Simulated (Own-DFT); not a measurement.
# Stretching a layer in its plane: wurtzite AlN, 72 atoms (Al36N36)

The numbers are computed, not measured, by runs of the plane-wave DFT program Own-DFT (in-house, retired, unreviewed) at fixed positions, with no spin and no spin-orbit coupling.

Method: PBE; PseudoDojo norm-conserving scalar-relativistic files; cutoff 42 hartree; 3 x 3 x 2 k mesh centred on Gamma; Fermi-Dirac smearing of 0.1 eV.

Caveats: forces on such cells moved up to 12 meV/angstrom on a denser k mesh; stress not checked against mesh or cutoff.

Unstrained cell vectors in Å: (9.336, 0.000, 0.000); (-4.668, 8.085, 0.000); (0.000, 0.000, 9.964). The unstrained cell has measured lattice constants (interpolated for alloys), not those of this functional. That, the random moves and any unrelaxed bonds set the pressure at no strain. Each run strains x and y alike by e, as a substrate would, and holds the height along z. Random moves of width 0.05 Å per axis were added to every atom. Stress is positive in tension.

```
e (%),u (Å),(s_xx + s_yy)/2 (GPa),s_zz (GPa)
-3.00,0.051,-25.48,-11.17
-2.50,0.052,-20.22,-12.12
-2.00,0.055,-19.59,-8.07
-1.75,0.053,-17.41,-7.91
-0.75,0.052,?,?
-0.50,0.051,-8.29,-7.95
-0.25,0.050,-7.17,-6.83
0.75,0.049,-0.71,-5.62
1.50,0.049,2.61,-2.27
2.25,0.049,5.95,-1.14
```

## Analysis

With e as a fraction, the in-plane stress is -5.6 + 585 e - 2439 e² GPa (errors 21 and 1282, scatter 0.95), and s_zz is -5.9 + 187 e GPa (slope ± 23, scatter 1.21). At e = 0 the first slope is C11 + C12 and the second 2 C13, both with the ions held to the strained lattice and at the cell's own pressure. A free layer would change its height as e changes, and the in-plane slope would drop by 2 C13²/C33 to the biaxial modulus. At fixed height, a misfit of 1 % moves the in-plane stress by about 5.8 GPa and s_zz by 1.9 GPa.

## Withheld run

Q: what are the two stresses at e = -0.75 %?

Estimate: -10.2 and -7.3 GPa. The hidden result is -9.09 and -9.42 GPa.
